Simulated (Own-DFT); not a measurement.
# One host, several defects: zincblende GaAs

Calculated, not measured: single-point runs of Own-DFT, a retired in-house plane-wave DFT program that no person has reviewed, on unrelaxed cells, without spin or spin-orbit coupling.

Common settings: PBE; PseudoDojo norm-conserving scalar-relativistic files; cutoff 42 hartree; 3 x 3 x 3 k mesh centred on Gamma; Fermi-Dirac smearing of 0.1 eV.

Keep in mind (not all hold for every row): not probed for a lower state with spin; forces not confirmed at this smearing and k mesh; stress not checked against mesh or cutoff.

All runs share one cell, with vectors in Å (11.737, 0.000, 0.000); (0.000, 11.737, 0.000); (0.000, 0.000, 10.919) and a volume of 1504.3 Å³, strained against the parent crystal. u is the rms random offset of the atoms per axis. The defect's site can differ from row to row.

| cell | formula | u (Å) | P (GPa) |
|---|---|---|---|
| no defect | As32Ga32 | 0.0299 | 0.75 |
| no defect | As32Ga32 | 0.0303 | 0.77 |
| no defect | As32Ga32 | 0.0518 | 1.02 |
| one In on a Ga site | As32Ga31In | 0.0290 | ? |
| one In on a Ga site | As32Ga31In | 0.0293 | 1.33 |
| one In on a Ga site | As32Ga31In | 0.0456 | 1.62 |
| one In on a Ga site | As32Ga31In | 0.0501 | 1.64 |
| one Al on a Ga site | AlAs32Ga31 | 0.0300 | 0.73 |
| one Al on a Ga site | AlAs32Ga31 | 0.0499 | 0.97 |
| one Al on a Ga site | AlAs32Ga31 | 0.0510 | 1.00 |
| one As vacancy and one Ga vacancy | As31Ga31 | 0.0279 | 0.54 |
| one As vacancy and one Ga vacancy | As31Ga31 | 0.0459 | 0.66 |
| one As vacancy and one Ga vacancy | As31Ga31 | 0.0520 | 0.79 |
| one P on an As site | As31Ga32P | 0.0301 | 0.51 |
| one P on an As site | As31Ga32P | 0.0339 | 0.56 |
| one P on an As site | As31Ga32P | 0.0510 | 0.88 |

## What the rows give

P = P0 + c u² + a shift for each defect gives P0 = 0.59 GPa, c = 168 ± 13 GPa/Å² and a scatter of 0.04 GPa. The shifts, and each times the cell's volume:

- one In on a Ga site: 0.63 ± 0.03 GPa, 5.9 eV
- one Al on a Ga site: -0.03 ± 0.03 GPa, -0.3 eV (not resolved)
- one P on an As site: -0.20 ± 0.03 GPa, -1.9 eV
- one As vacancy and one Ga vacancy: -0.25 ± 0.03 GPa, -2.3 eV

A positive shift means that the defect pushes the cell outwards. Shift times volume (160.2 GPa Å³ is 1 eV) depends little on the cell's size, so, taken for each site, it can be compared between cells at like pressure. The atoms around the defects weren't relaxed, which would change these numbers.

## Check

Asked: what pressure belongs in the blank (one In on a Ga site, u = 0.0290 Å)?

The fitted form gives 1.37 ± 0.05 GPa. The hidden result is 1.36 GPa.
